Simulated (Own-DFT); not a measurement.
# Response to strain: 3C SiC, 64 atoms (C32Si32)

Calculated results; nothing here was measured. The program, named Own-DFT, is a retired in-house plane-wave density functional code that no person has reviewed. Each row is one single-point run on a periodic cell that was not relaxed, without spin or spin-orbit coupling.

Settings of every run: PBE; PseudoDojo norm-conserving scalar-relativistic files; cutoff 42 hartree; 4 x 4 x 4 k mesh centred on Gamma; Fermi-Dirac smearing of 0.1 eV.

Known limits: forces on such cells passed a denser k mesh, each cell not checked; stress not checked against mesh or cutoff.

Unstrained cell vectors in Å: (8.719, 0.000, 0.000); (0.000, 8.719, 0.000); (0.000, 0.000, 8.719). The unstrained cell has measured lattice constants (interpolated for alloys), not those of this functional. That, the random moves and any unrelaxed bonds set the pressure at no strain. Each run strains this cell uniformly, with the atoms carried along. Every atom was also moved at random, by a Gaussian of width 0.05 Å on each axis. Strain is the symmetric tensor, in per cent. Stress is positive in tension, and the pressure is minus a third of its trace.

| run | e_xx (%) | e_yy (%) | e_zz (%) | e_yz (%) | e_xz (%) | e_xy (%) | s_xx (GPa) | s_yy (GPa) | s_zz (GPa) | s_yz (GPa) | s_xz (GPa) | s_xy (GPa) | P (GPa) | E (meV/atom) |
|---|---|---|---|---|---|---|---|---|---|---|---|---|---|---|
| 1 | 1.99 | -1.84 | -1.12 | 1.35 | -0.12 | 0.23 | -1.58 | -12.34 | -10.68 | 9.09 | 0.04 | 1.02 | 8.20 | 54.7 |
| 2 | 0.52 | 1.62 | 0.16 | 1.46 | -0.67 | 0.42 | -1.02 | 1.57 | -2.39 | 8.01 | -2.62 | 1.82 | 0.61 | 20.0 |
| 3 | -0.66 | -0.98 | -1.07 | -1.26 | -1.41 | -0.63 | -11.30 | -12.18 | -12.49 | -9.11 | -7.73 | -2.78 | 11.99 | 37.6 |
| 4 | -0.73 | -0.92 | -0.05 | -0.24 | 1.87 | -1.31 | -10.78 | -10.82 | -8.95 | -0.92 | 11.98 | -9.07 | 10.18 | 51.5 |
| 5 | -0.24 | -1.50 | 1.04 | 0.45 | -0.84 | 1.17 | -7.05 | -10.07 | -3.33 | 4.01 | -5.46 | 7.65 | 6.82 | 18.2 |
| 6 | 1.93 | 0.82 | -1.08 | -0.40 | 1.67 | -0.50 | 1.73 | -1.40 | -5.16 | -3.01 | 8.91 | -1.09 | 1.61 | 17.9 |
| 7 | 1.65 | -1.59 | -0.49 | 0.01 | -1.77 | 0.11 | -1.91 | -9.71 | -7.67 | 0.91 | -10.71 | -0.40 | 6.43 | 21.2 |
| 8 | -0.41 | -0.79 | 0.70 | 0.48 | -1.89 | 1.49 | -7.89 | -7.46 | -5.06 | 2.56 | -8.49 | 8.00 | 6.80 | 43.2 |
| 9 | -1.94 | 0.83 | -0.11 | 0.89 | 1.15 | -0.71 | -11.93 | -5.21 | -8.39 | 4.44 | 7.76 | -4.59 | 8.51 | 33.7 |
| 10 | -1.89 | -1.78 | -1.00 | 0.29 | 1.51 | 1.68 | -18.71 | -18.86 | -16.94 | 1.15 | 9.45 | 11.57 | 18.17 | 94.0 |
| 11 | -0.56 | -0.06 | -0.10 | -1.67 | -1.53 | 1.58 | -7.68 | -6.55 | -6.33 | -8.53 | -7.89 | 8.14 | 6.85 | 23.3 |
| 12 | 1.59 | -1.90 | -1.11 | -0.66 | 1.16 | -1.89 | -4.39 | -13.02 | -11.28 | -4.66 | 4.59 | -11.64 | 9.56 | 55.9 |
| 13 | 0.55 | -0.51 | -0.01 | 0.75 | -1.31 | -0.39 | -4.42 | -6.59 | -5.78 | 4.14 | -7.94 | -3.05 | 5.60 | 18.0 |
| 14 | -1.70 | 0.44 | -1.05 | -1.12 | 1.51 | 1.68 | -13.44 | -8.19 | -11.78 | -7.88 | 8.53 | 9.78 | 11.14 | 42.2 |
| 15 | -0.40 | -0.96 | 0.26 | 1.06 | 0.75 | 1.89 | -8.29 | -9.62 | -6.53 | 6.11 | 4.08 | 11.21 | 8.15 | 26.4 |
| 16 | 0.71 | -0.66 | 1.62 | 0.54 | 0.13 | -1.71 | -1.19 | -3.98 | 1.94 | 2.95 | 1.21 | -7.46 | 1.08 | 2.7 |
| 17 | 0.57 | 1.67 | -0.85 | 0.52 | -0.03 | -0.15 | -1.74 | 1.73 | -4.91 | 4.37 | -0.35 | -1.36 | 1.64 | 0.0 |
| 18 | 0.32 | -0.58 | -0.11 | 1.07 | -1.84 | -1.57 | ? | ? | ? | ? | ? | ? | ? | ? |

E is the free energy for each atom above the lowest run shown.

## Worked fit

Each stress component was fitted by least squares to a constant and the strains of the runs shown, as fractions, with shears doubled. Shear strains stay in the fit of a normal stress only where such slopes are resolved. The slopes, in GPa:

```
stress,at no strain,per e_xx,per e_yy,per e_zz,scatter
s_xx,-5.6,415 ± 9,166 ± 10,160 ± 14,0.47
s_yy,-5.4,164 ± 11,421 ± 12,195 ± 17,0.55
s_zz,-5.6,171 ± 12,175 ± 13,439 ± 19,0.63
```

Each shear stress against twice its own strain: yz 295 ± 16, xz 275 ± 11, xy 297 ± 16 GPa. These are stiffnesses along x, y and z of the frame in which the cell vectors are given, which need not be the crystal's axes. The atoms are held to the strained lattice; where symmetry lets them move under strain, relaxing them would lower some slopes. The table should be nearly symmetric about its diagonal, and what it lacks of that shows the noise. A ninth of its sum, 256 ± 6 GPa, estimates the bulk modulus near the mean pressure of these runs, 7.3 GPa, so it lies above the value at zero pressure.

## Withheld run

Question: what normal stresses and pressure should run 18 give?

The fit gives s_xx = -5.4, s_yy = -7.5, s_zz = -6.5 and P = 6.5 GPa. The calculation gave -6.45, -8.27, -7.18 and P = 7.30 GPa.
